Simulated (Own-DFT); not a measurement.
# Response to strain: 3C SiC, 96 atoms (C48Si48)

These are calculations, not measurements. The program, named Own-DFT, is a retired in-house plane-wave density functional code that no person has reviewed. Each row is one single-point run on a periodic cell that was not relaxed, without spin or spin-orbit coupling.

Settings of every run: PBE; PseudoDojo norm-conserving scalar-relativistic files; cutoff 42 hartree; 3 x 4 x 4 k mesh centred on Gamma; Fermi-Dirac smearing of 0.1 eV.

Known limits: forces on such cells passed a denser k mesh, each cell not checked; stress not checked against mesh or cutoff.

Unstrained cell vectors in Å: (13.079, 0.000, 0.000); (0.000, 8.719, 0.000); (0.000, 0.000, 8.719). The unstrained cell has measured lattice constants (interpolated for alloys), not those of this functional. That, the random moves and any unrelaxed bonds set the pressure at no strain. Each run strains this cell uniformly, with the atoms carried along. Every atom was also moved at random, by a Gaussian of width 0.05 Å on each axis. Strain is the symmetric tensor, in per cent. Stress is positive in tension, and the pressure is minus a third of its trace.

| run | e_xx (%) | e_yy (%) | e_zz (%) | e_yz (%) | e_xz (%) | e_xy (%) | s_xx (GPa) | s_yy (GPa) | s_zz (GPa) | s_yz (GPa) | s_xz (GPa) | s_xy (GPa) | P (GPa) | E (meV/atom) |
|---|---|---|---|---|---|---|---|---|---|---|---|---|---|---|
| 1 | 0.84 | 0.11 | -0.80 | 1.62 | 1.66 | 0.97 | -4.06 | -5.76 | -8.01 | 9.18 | 7.49 | 5.98 | 5.95 | 25.2 |
| 2 | -1.58 | -0.54 | -2.00 | 1.34 | 0.62 | -1.82 | -16.45 | -14.02 | -17.52 | 7.49 | 4.14 | -10.66 | 16.00 | 42.3 |
| 3 | -0.83 | -1.78 | 1.51 | 1.53 | -0.02 | -1.32 | -10.16 | -12.11 | -3.44 | 8.76 | -0.22 | -8.55 | 8.57 | 21.8 |
| 4 | 1.70 | -1.94 | -0.44 | 0.83 | 1.85 | 1.56 | -2.72 | -11.44 | -8.15 | 4.07 | 10.60 | 8.53 | 7.44 | 13.4 |
| 5 | 0.52 | -0.17 | -0.45 | 1.56 | -0.03 | 1.06 | -4.28 | -6.45 | -6.85 | 9.03 | -0.72 | 5.83 | 5.86 | 8.3 |
| 6 | 0.62 | -1.11 | -0.02 | 0.57 | 1.97 | 1.85 | -5.58 | -9.16 | -7.03 | 3.88 | 9.92 | 10.58 | 7.26 | 16.4 |
| 7 | 1.37 | 0.70 | 1.11 | -0.35 | -0.17 | 1.66 | 2.01 | 0.24 | 1.32 | -2.88 | -0.26 | 8.21 | -1.19 | 2.0 |
| 8 | -0.30 | -1.90 | 0.88 | -0.37 | 1.83 | -0.32 | -8.52 | -12.17 | -5.29 | -1.87 | 9.97 | -0.60 | 8.66 | 10.4 |
| 9 | 0.06 | -1.44 | 1.57 | 1.40 | -0.21 | -0.31 | -5.32 | -8.75 | -1.25 | 7.12 | -1.94 | 0.20 | 5.11 | 5.9 |
| 10 | -1.96 | 1.07 | 1.19 | 1.57 | 0.96 | 1.84 | -9.83 | -3.35 | -2.85 | 7.87 | 5.19 | 9.64 | 5.34 | 17.3 |
| 11 | -0.95 | 1.78 | -0.94 | 1.84 | 1.81 | -1.99 | -9.54 | -2.73 | -9.57 | 10.08 | 11.44 | -11.75 | 7.28 | 47.8 |
| 12 | 1.16 | 0.48 | -1.60 | -0.19 | 1.03 | 0.80 | -3.32 | -5.29 | -10.30 | -1.49 | 7.66 | 5.40 | 6.30 | 27.5 |
| 13 | 0.29 | -0.17 | -0.01 | 0.25 | 1.71 | -0.24 | -4.77 | -5.92 | -5.35 | 0.58 | 9.44 | -2.33 | 5.35 | 0.0 |
| 14 | 1.19 | -1.10 | -1.95 | 0.69 | 1.26 | 0.15 | -5.14 | -11.32 | -13.73 | 2.07 | 7.26 | 1.28 | 10.06 | 21.7 |
| 15 | -1.20 | -0.58 | 0.75 | 0.08 | -1.27 | 0.41 | ? | ? | ? | ? | ? | ? | ? | ? |

E is the free energy for each atom above the lowest run shown.

## Worked fit

Each stress component was fitted by least squares to a constant and the strains of the runs shown, as fractions, with shears doubled. Shear strains stay in the fit of a normal stress only where such slopes are resolved. The slopes, in GPa:

| stress | at no strain | per e_xx | per e_yy | per e_zz | scatter |
|---|---|---|---|---|---|
| s_xx | -6.1 | 403 ± 14 | 140 ± 13 | 154 ± 13 | 0.53 |
| s_yy | -6.2 | 162 ± 7 | 370 ± 6 | 160 ± 6 | 0.26 |
| s_zz | -6.1 | 153 ± 9 | 127 ± 8 | 415 ± 8 | 0.33 |

Each shear stress against twice its own strain: yz 287 ± 18, xz 265 ± 16, xy 281 ± 16 GPa. These are stiffnesses along x, y and z of the frame in which the cell vectors are given, which need not be the crystal's axes. The atoms are held to the strained lattice; where symmetry lets them move under strain, relaxing them would lower some slopes. The table should be nearly symmetric about its diagonal, and what it lacks of that shows the noise. A ninth of its sum, 232 ± 8 GPa, estimates the bulk modulus near the mean pressure of these runs, 7.0 GPa, so it lies above the value at zero pressure.

## Withheld run

Question: what normal stresses and pressure should run 15 give?

The fit gives s_xx = -10.5, s_yy = -9.0, s_zz = -5.6 and P = 8.4 GPa. The calculation gave -10.20, -8.65, -5.22 and P = 8.02 GPa.
